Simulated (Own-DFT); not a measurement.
# What a plane-wave calculation costs

Wall times of single-point runs (energy, forces and, in most, stress) with one build of Own-DFT, an in-house plane-wave density functional program, since retired. Each ran alone on one NVIDIA H200 card, with norm-conserving files, no spin and no use of crystal symmetry. The k points are those left after time reversal, where it was used. Plane waves for each k point are estimated as V (2 E)^(3/2) / (6 π²) in atomic units.

```
      cell  atoms  valence electrons  cutoff (hartree)  volume (Å³)  k mesh  k points  plane waves  time (s)
     Ga4P4      8                 72                42          162   5x5x5        63        14200        96
   In32P32     64                576                36         1561   3x3x3        14       108700      1070
   In31P33     64                568                36         1617   3x3x3        14       112600      1177
 Ga31InP32     64                576                42         1295   3x3x3        14       113600      1088
   In33P31     64                584                36         1617   3x3x3        14       112600      1163
Ga24In8P32     64                576                42         1398   3x3x3        14       122600      1100
   In47P49     96                856                36         2426   2x3x3        10       168900      2402
   Ga48P46     94                854                42         1943   2x3x3        10       170500      2123
   Ga47P49     96                856                42         1943   2x3x3        10       170500      2105
   Ga49P47     96                872                42         1943   2x3x3        10       170500      2099
   In30P34     64                560                36         1617   3x3x3        14       112600         ?
```

## Worked fit

Take the size N = k points x plane waves x valence electrons. A line through log(time) against log(N) has a slope of 0.99 ± 0.05 and a scatter of a factor 1.14. Part of the scatter may come from the number of self-consistent steps, which isn't shown. Times belong to this build alone.

## Withheld run

Question: how long should the last run take? Its N is 8.83e+08.

The line gives about 1188 s. It took 1141 s.
